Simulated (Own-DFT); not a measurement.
# Energy and forces against displacement in a stack of Si and Ge or SiGe layers, 96 atoms (Ge48Si48)

All numbers below are calculated, not measured. The program, named Own-DFT, is a retired in-house plane-wave density functional code that no person has reviewed. Each row is one single-point run on a periodic cell that was not relaxed, without spin or spin-orbit coupling.

Settings of every run: PBE; PseudoDojo norm-conserving scalar-relativistic files; cutoff 42 hartree; 3 x 3 x 2 k mesh centred on Gamma; Fermi-Dirac smearing of 0.1 eV.

Known limits: forces on such cells moved up to 12 meV/angstrom on a denser k mesh; stress not checked against mesh or cutoff.

Cell vectors in Å: (10.862, 0.000, 0.000); (0.000, 10.862, 0.000); (0.000, 0.000, 16.293). In each run every atom was moved at random and independently from its ideal site; u is the rms move along one axis. The random placing of the alloy's atoms differs from row to row. E is the free energy for each atom above the fitted value at u = 0, and F the rms of the force components.

| run | u (Å) | E (meV/atom) | F (eV/Å) | largest force (eV/Å) | P (GPa) |
|---|---|---|---|---|---|
| 1 | 0.0307 | 23.4 | 0.606 | 2.64 | 9.21 |
| 2 | 0.0309 | 23.2 | 0.622 | 2.07 | 9.20 |
| 3 | 0.0319 | 22.8 | 0.601 | 2.03 | 9.17 |
| 4 | 0.0559 | ? | ? | ? | ? |
| 5 | 0.0571 | 75.3 | 1.082 | 3.93 | 9.84 |
| 6 | 0.0572 | 71.3 | 1.054 | 3.63 | 9.76 |
| 7 | 0.1011 | 264.0 | 2.173 | 7.76 | 12.51 |
| 8 | 0.1061 | 256.0 | 2.200 | 8.09 | 12.34 |

## Worked fit

For small independent moves the energy grows as E = (3/2) K u², with K the mean stiffness felt by one atom. The runs with u up to 0.11 Å give K = 15.7 ± 0.6 eV/Å², with residuals divided by u² + 0.0006 Å², since the noise grows with the moves. The scatter is 4.1 meV/atom at u = 0.05 Å. The forces follow F = G u with G = 19.8 eV/Å²; no force at u = 0 is resolved. G exceeds K because the moves of its neighbours add to the force on an atom, and stiffness differs between atoms. The pressure follows P = 8.83 + 332 u² GPa: at fixed volume, shortened bonds push harder than stretched ones pull.

## Withheld run

Question: what energy and rms force should run 4 give?

The fit gives 73 ± 6 meV/atom and about 1.11 eV/Å. The calculation gave 72.8 meV/atom and 1.109 eV/Å.
